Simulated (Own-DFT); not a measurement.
# Which defects push the lattice out? D0_22 TiAl3

Source: density functional calculations with Own-DFT, an unreviewed in-house program that is no longer used. Nothing was measured or relaxed, and spin and spin-orbit coupling are left out.

Method: PBE; PseudoDojo norm-conserving scalar-relativistic files; cutoff 42 hartree; 4 x 4 x 4 k mesh centred on Gamma; cold (Marzari-Vanderbilt) smearing of 0.2 eV.

Caveats: forces on such cells failed a check on a denser k mesh; stress not checked against mesh or cutoff.

All runs share one cell, with vectors in Å (-2.365, -6.981, 4.326); (-7.667, 3.491, 1.442); (-2.950, -3.488, -7.241) and a volume of 625.4 Å³. Atoms were moved at random from their sites; u is the rms move along one axis. The defect's site can differ from row to row.

```
                     cell   formula   u (Å)  P (GPa)
                no defect  Al30Ti10  0.0210     1.99
                no defect  Al30Ti10  0.0504     2.67
                no defect  Al30Ti10  0.0516     2.61
 two Al on a Ti site each   Al32Ti8  0.0322     2.92
 two Al on a Ti site each   Al32Ti8  0.0324     2.96
 two Al on a Ti site each   Al32Ti8  0.0546     3.54
two Ti on an Al site each  Al28Ti12  0.0306     3.37
two Ti on an Al site each  Al28Ti12  0.0455     3.60
two Ti on an Al site each  Al28Ti12  0.0502     3.52
         two Al vacancies  Al28Ti10  0.0281     1.21
         two Al vacancies  Al28Ti10  0.0287     1.27
         two Al vacancies  Al28Ti10  0.0464        ?
         two Al vacancies  Al28Ti10  0.0500     1.64
```

## Fit

P = P0 + c u² + a shift for each defect gives P0 = 1.93 GPa, c = 262 ± 30 GPa/Å² and a scatter of 0.09 GPa. The shifts, and each times the cell's volume:

- two Ti on an Al site each: 1.08 ± 0.07 GPa, 4.2 eV (2.1 eV for each of its 2 sites)
- two Al on a Ti site each: 0.77 ± 0.07 GPa, 3.0 eV (1.5 eV for each of its 2 sites)
- two Al vacancies: -0.91 ± 0.07 GPa, -3.6 eV (-1.8 eV for each of its 2 sites)

Positive is outwards. The product with the volume (160.2 GPa Å³ to the eV) is nearly free of the cell's size; divided by the bulk modulus at the cell's pressure it gives the volume that the defect adds. The atoms around the defects weren't relaxed, which would change these numbers.

## The run left out

Q: what pressure belongs in the blank (two Al vacancies, u = 0.0464 Å)?

Estimate: 1.58 ± 0.10 GPa. The hidden result is 1.71 GPa.
